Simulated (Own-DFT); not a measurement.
# Computed records: GaP (zincblende, strained, atoms displaced), SiC (twinned 3C silicon carbide, atoms displaced)

Computed with Own-DFT development build. A calculation, not a measurement: plane-wave PBE density functional theory by an unreviewed code, no spin, of a simulated periodic cell, stress positive in tension, free energy of the whole cell less one offset for each atom, forces on such cells passed a denser k mesh, this cell's mesh not checked; offsets are fitted by least squares, one for each functional and potential file, so energies compare only between cells with the same atoms and settings and are not formation energies; the far tail of each file's local potential was reset to the Coulomb form; each entry is a single point on an unrelaxed cell, so the pressure reflects the starting lattice, mostly measured values (interpolated for alloys), from which strain is counted, and rises with the displacements; printed positions are rounded, which can move forces by about a meV/angstrom; the program, named Own-DFT, is a retired in-house code; no spin-orbit coupling.

Common to all runs: functional PBE; potential files PseudoDojo norm-conserving, scalar-relativistic, standard set; wave cutoff 42 hartree; occupations Fermi-Dirac; smearing width 0.1 eV.

(1) GaP (zincblende, strained, atoms displaced)

```
cell vectors (Å)
  10.8620     0.0000     0.0000
   0.0000    10.8620     0.0000
   0.0000     0.0000    10.9361
atoms (fractions of the cell vectors)
Ga  0.99793  0.99701  0.00821
Ga  0.01470  0.24384  0.25709
Ga  0.24774  0.00295  0.24495
Ga  0.25284  0.23741  0.99820
P   0.13106  0.12484  0.12756
P   0.12262  0.36287  0.38594
P   0.37228  0.12482  0.37875
P   0.38864  0.38500  0.12906
Ga  0.99353  0.00115  0.48758
Ga  0.01294  0.25150  0.74971
Ga  0.24736  0.98851  0.74048
Ga  0.23462  0.25785  0.50062
P   0.13291  0.12373  0.63421
P   0.12901  0.37999  0.87400
P   0.37777  0.11768  0.86887
P   0.38141  0.37396  0.63104
Ga  0.99608  0.48671  0.98463
Ga  0.01063  0.75879  0.25196
Ga  0.24769  0.50824  0.25316
Ga  0.25059  0.76020  0.00822
P   0.12670  0.62709  0.12211
P   0.12204  0.87550  0.36579
P   0.37945  0.62693  0.37975
P   0.38089  0.86247  0.12442
Ga  0.00920  0.50588  0.49274
Ga  0.99820  0.76521  0.74588
Ga  0.24229  0.50852  0.75477
Ga  0.24775  0.74765  0.50237
P   0.12260  0.62612  0.62509
P   0.13206  0.87645  0.88599
P   0.37546  0.62728  0.87940
P   0.37056  0.86905  0.62681
Ga  0.50087  0.99382  0.00993
Ga  0.50349  0.24762  0.25967
Ga  0.75710  0.00394  0.24252
Ga  0.74949  0.25345  0.99042
P   0.62223  0.12109  0.13310
P   0.62672  0.37562  0.37397
P   0.86978  0.10881  0.37736
P   0.87631  0.37064  0.13583
Ga  0.50026  0.00930  0.50432
Ga  0.49555  0.23325  0.76202
Ga  0.74165  0.99718  0.75989
Ga  0.75180  0.23915  0.49640
P   0.62393  0.11356  0.63161
P   0.63164  0.38314  0.87503
P   0.86940  0.12511  0.88588
P   0.86673  0.37321  0.62645
Ga  0.49127  0.49658  0.00227
Ga  0.49871  0.74653  0.25902
Ga  0.76216  0.49534  0.24581
Ga  0.75440  0.74716  0.00289
P   0.63690  0.61670  0.13195
P   0.63005  0.89303  0.37627
P   0.87582  0.62885  0.36988
P   0.86057  0.88422  0.13342
Ga  0.49578  0.51599  0.49433
Ga  0.50200  0.75378  0.74815
Ga  0.75132  0.47885  0.74522
Ga  0.74787  0.74376  0.50182
P   0.62299  0.62993  0.63497
P   0.62500  0.87328  0.86984
P   0.87933  0.63049  0.87009
P   0.88247  0.85914  0.63236
```

| Property | Result |
| --- | --- |
| k mesh | 3 x 3 x 3 centred on Gamma |
| free energy of cell above offsets | -28.744 eV |
| pressure | 4.7 GPa |
| stress xx | -4.89 GPa |
| stress yy | -4.66 GPa |
| stress zz | -4.55 GPa |
| stress yz | 0.46 GPa |
| stress xz | -0.29 GPa |
| stress xy | 1.18 GPa |

Force:
```
element  x (eV/Å)  y (eV/Å)  z (eV/Å)
     Ga    -0.287     0.258    -0.117
     Ga     -1.76    -0.233    -0.339
     Ga     1.423    -0.932     0.569
     Ga     0.741     1.542    -0.079
      P    -0.764    -0.043    -0.647
      P    -0.698     2.866     -2.16
      P    -0.721     0.431     0.024
      P    -2.239    -2.232     1.125
     Ga     1.417     -1.47     2.512
     Ga    -1.599    -0.057     0.383
     Ga     0.282     0.351      1.42
     Ga     3.376    -1.802     2.289
      P    -1.258    -0.252    -1.649
      P     0.625    -1.503     0.202
      P    -1.373    -1.653       1.8
      P    -0.739     0.324    -0.369
     Ga     -0.73     1.316     1.708
     Ga    -2.005    -1.417    -1.507
     Ga     0.298    -0.728    -0.123
     Ga     0.171    -1.788    -0.631
      P    -0.791    -0.369    -0.079
      P     1.597     1.056     1.825
      P    -2.005     0.712    -0.833
      P    -0.037     1.405     1.221
     Ga    -1.555    -0.191     0.545
     Ga     2.706    -2.543     2.771
     Ga     1.512    -0.277    -0.595
     Ga    -0.146     0.257    -0.454
      P    -0.064     0.372      0.23
      P    -1.123     0.471    -1.046
      P    -0.284     0.543    -0.217
      P     0.796     0.254     -0.96
     Ga     0.275     0.149    -0.835
     Ga    -0.345     0.213    -0.454
     Ga    -2.187     0.929     1.316
     Ga    -0.501      0.13     1.926
      P     0.154     0.998    -1.054
      P     0.438     0.344     0.693
      P     0.314       2.5    -0.962
      P      1.33    -1.189    -1.624
     Ga    -0.669    -1.085     -0.29
     Ga     1.743     2.335    -1.541
     Ga     1.821     0.052    -0.759
     Ga    -0.752     0.632     0.608
      P     0.405     1.419    -0.019
      P    -2.016    -1.269     0.693
      P     1.416    -0.468    -1.434
      P     2.514    -1.303    -1.794
     Ga     1.963     1.421    -0.926
     Ga       1.7     0.518    -0.433
     Ga    -0.777      0.31     1.246
     Ga    -0.458    -0.031    -0.204
      P    -1.424     0.832    -0.685
      P     -0.44    -1.645      0.26
      P     0.532    -0.107     0.258
      P     2.874    -2.547    -1.871
     Ga     1.612    -2.177     2.015
     Ga    -0.774     -0.35     0.706
     Ga    -0.414     3.118     0.547
     Ga    -0.062     0.591    -0.104
      P     0.551    -1.245    -1.058
      P    -0.473    -0.555     1.916
      P    -0.257    -0.835    -0.102
      P     -2.86     3.647    -2.855
```

(2) SiC (twinned 3C silicon carbide, atoms displaced)

```
cell vectors (Å)
   6.5394    -6.5394     0.0000
   0.0000     6.5394    -6.5394
   8.7192     8.7192     8.7192
atoms (fractions of the cell vectors)
Si  0.97236  0.00920  0.43773
C   0.98969  0.98670  0.06241
Si  0.11592  0.22051  0.09902
C   0.11450  0.22368  0.23650
Si  0.23220  0.09204  0.27480
C   0.21207  0.10577  0.40171
Si  0.99789  0.32480  0.43894
C   0.99477  0.34044  0.05918
Si  0.09446  0.54503  0.11244
C   0.10158  0.56508  0.23951
Si  0.23543  0.44566  0.27392
C   0.21864  0.46010  0.40108
Si  0.97700  0.64826  0.42777
C   0.97300  0.65232  0.04575
Si  0.10882  0.89701  0.09988
C   0.12966  0.89683  0.22899
Si  0.20877  0.76539  0.26555
C   0.22570  0.77045  0.40269
Si  0.34158  0.00055  0.43871
C   0.35852  0.02218  0.08118
Si  0.43368  0.21005  0.09369
C   0.43922  0.22662  0.22681
Si  0.56112  0.10118  0.26707
C   0.53347  0.09183  0.39611
Si  0.31570  0.32861  0.43918
C   0.36908  0.35069  0.06092
Si  0.45871  0.55900  0.10649
C   0.45191  0.55505  0.23321
Si  0.54640  0.43909  0.26447
C   0.55581  0.44627  0.40625
Si  0.34159  0.66355  0.43967
C   0.34136  0.67468  0.06038
Si  0.46338  0.90965  0.10116
C   0.44817  0.89219  0.23393
Si  0.54039  0.78264  0.26192
C   0.54655  0.77409  0.39218
Si  0.65554  0.99484  0.44487
C   0.66675  0.98542  0.05882
Si  0.79205  0.20656  0.10191
C   0.78089  0.22536  0.23093
Si  0.88497  0.11706  0.27867
C   0.88701  0.13183  0.38990
Si  0.69593  0.32489  0.43501
C   0.64163  0.31283  0.05574
Si  0.78293  0.55254  0.09016
C   0.78279  0.56958  0.22775
Si  0.89812  0.44771  0.27916
C   0.91356  0.44633  0.39939
Si  0.66277  0.66485  0.43001
C   0.65327  0.67736  0.06097
Si  0.75906  0.85949  0.09232
C   0.77853  0.91103  0.22743
Si  0.90840  0.77587  0.27033
C   0.88745  0.76263  0.39201
Si  0.99354  0.00360  0.94659
C   0.99369  0.99937  0.56621
Si  0.88485  0.77801  0.60768
C   0.87180  0.78019  0.72484
Si  0.78523  0.89083  0.76843
C   0.78524  0.89189  0.90210
Si  0.00207  0.66348  0.92669
C   0.00090  0.66452  0.57368
Si  0.89052  0.45910  0.59631
C   0.88217  0.43306  0.72941
Si  0.76344  0.54262  0.77279
C   0.76979  0.53419  0.89741
Si  0.00364  0.34992  0.94740
C   0.00484  0.32948  0.56191
Si  0.88253  0.09809  0.60106
C   0.88930  0.08584  0.72273
Si  0.77831  0.22663  0.76773
C   0.79562  0.22285  0.89618
Si  0.66442  0.99006  0.94119
C   0.66357  0.99941  0.56088
Si  0.55440  0.78759  0.59753
C   0.55221  0.76897  0.73321
Si  0.43563  0.88518  0.77065
C   0.44014  0.89297  0.90311
Si  0.67973  0.65573  0.93744
C   0.65645  0.66652  0.56933
Si  0.55094  0.46463  0.60998
C   0.54547  0.43219  0.73101
Si  0.44364  0.54015  0.77380
C   0.44918  0.54526  0.89260
Si  0.66934  0.33775  0.94128
C   0.67396  0.32225  0.56414
Si  0.56097  0.12484  0.60171
C   0.53623  0.12589  0.72311
Si  0.43128  0.20298  0.76290
C   0.44155  0.20570  0.88574
Si  0.36462  0.01748  0.92986
C   0.32466  0.00419  0.56382
Si  0.22278  0.77471  0.60827
C   0.22072  0.77327  0.72353
Si  0.11363  0.87747  0.77607
C   0.12594  0.88617  0.88764
Si  0.33835  0.67262  0.93351
C   0.33161  0.66263  0.55835
Si  0.22531  0.45739  0.60576
C   0.22172  0.45178  0.73267
Si  0.10134  0.54509  0.78084
C   0.10186  0.55136  0.89741
Si  0.34268  0.34136  0.94267
C   0.32186  0.32945  0.55775
Si  0.21536  0.10126  0.60205
C   0.22325  0.11136  0.73275
Si  0.12712  0.22239  0.76518
C   0.11022  0.21427  0.88997
```

| Quantity | Value |
| --- | --- |
| hardware | one NVIDIA H200 |
| k mesh | 4 x 4 x 2 centred on Gamma |
| free energy of cell above offsets | 17.538 eV |
| pressure | 11.75 GPa |
| stress xx | -7.51 GPa |
| stress yy | -12.8 GPa |
| stress zz | -14.94 GPa |
| stress yz | 2.36 GPa |
| stress xz | 2.03 GPa |
| stress xy | -1.61 GPa |
| wall time | 636.2 s |

Force:
```
element  x (eV/Å)  y (eV/Å)  z (eV/Å)
     Si     3.142    -4.555     1.834
      C     1.418     1.743    -1.039
     Si     1.638     1.773     0.737
      C    -1.082    -1.282    -0.515
     Si     1.195       4.9    -3.379
      C    -1.072    -0.791    -0.345
     Si      4.45     1.136    -1.557
      C     3.934     0.084     3.154
     Si     0.948    -0.239    -3.226
      C    -1.954    -6.714     1.331
     Si    -0.938     1.609     0.805
      C    -1.639    -4.385     1.924
     Si     7.766     1.278     -0.98
      C     6.397    -1.104    -1.891
     Si     1.948    -2.316     2.142
      C     -4.25    -1.221     1.501
     Si     6.709      2.59    -2.209
      C    -2.369      0.44    -1.644
     Si    -4.299     4.251      3.47
      C    -9.928    -6.536     6.658
     Si     7.475     7.127    -5.036
      C     0.621    -2.463     0.945
     Si     0.211     3.886    -1.509
      C     4.751    -3.685    -4.532
     Si     1.333    -1.894    -1.363
      C    -3.945     2.524     1.434
     Si     -2.42     3.273     0.812
      C    -2.352     1.179    -2.698
     Si     4.572    -0.034     1.443
      C    -2.083    -3.069     0.237
     Si    -1.394     2.065    -1.471
      C    -0.305     1.208     1.589
     Si    -1.104     0.383     4.284
      C    -5.115     0.053    -1.513
     Si     5.531    -3.026     2.788
      C     2.096     -0.97    -1.032
     Si    -2.871    -2.126    -2.044
      C     2.073     1.206    -1.308
     Si    -2.148     3.632     0.662
      C     0.026    -0.255     -0.99
     Si     -2.31    -4.689    -3.257
      C    -0.031     1.445      5.74
     Si    -3.518     4.769     1.129
      C     5.258    -0.458    -0.763
     Si    -1.808     4.778      4.88
      C    -1.389    -2.672     1.692
     Si    -4.212     0.569    -0.229
      C    -3.929     0.122     1.079
     Si     0.716     0.765     0.894
      C     -3.31    -9.244     5.598
     Si     9.464     7.642    -5.586
      C    -1.036    -2.502     2.377
     Si     -2.02      3.04    -2.031
      C    -1.214     3.644    -2.167
     Si    -0.946    -4.382    -3.167
      C    -1.638    -2.308    -0.117
     Si    -1.288    -1.186    -0.417
      C     3.818    -3.153     4.081
     Si    -1.331     3.282      2.98
      C     -2.18    -1.636     0.928
     Si     0.184     1.947    -0.731
      C    -1.477       0.6    -4.417
     Si     0.839    -1.517     6.116
      C     0.831     1.021    -2.824
     Si    -0.102     -1.21    -1.438
      C     1.048     0.211    -4.506
     Si    -3.737    -5.863    -0.803
      C    -0.741     1.402     0.199
     Si     1.625     2.529    -1.176
      C     1.224     3.617    -4.378
     Si    -0.417    -1.075     3.086
      C    -2.009     1.824     0.723
     Si     -0.49    -1.216     -3.12
      C     0.973     1.507    -0.058
     Si     0.777     0.742     3.817
      C    -0.221     0.773     -1.44
     Si     0.912    -1.045    -0.833
      C     0.554    -5.722      0.07
     Si    -2.133     2.894     -1.91
      C     0.572    -1.482    -3.954
     Si    -2.544    -3.348      3.13
      C     0.038    -0.422    -0.293
     Si    -1.107     1.314    -2.447
      C     1.586     2.203    -0.925
     Si    -3.222    -4.528     2.875
      C    -0.094     1.331    -5.289
     Si    -1.886     0.085     3.776
      C     4.119    -10.24     3.523
     Si     1.179     7.477    -2.061
      C     2.867     3.124    -4.439
     Si    -2.862     4.465     4.338
      C     1.587    -3.341     1.046
     Si    -1.789    -1.632    -2.644
      C     1.861     2.221     3.157
     Si    -3.859    -0.806    -4.034
      C     2.385     3.991     3.114
     Si     0.163     -0.06      2.14
      C     1.914     2.145    -0.607
     Si    -0.864    -1.467     2.408
      C    -0.184    -1.314     0.804
     Si     -2.25     -2.44    -2.637
      C     2.852    -1.183    -0.626
     Si    -3.401    -2.841     0.442
      C     2.827     1.955     1.527
     Si       0.7     2.555    -1.623
      C    -3.007    -2.852     0.931
     Si    -2.093     3.545     0.517
      C     2.811     2.629     0.356
```
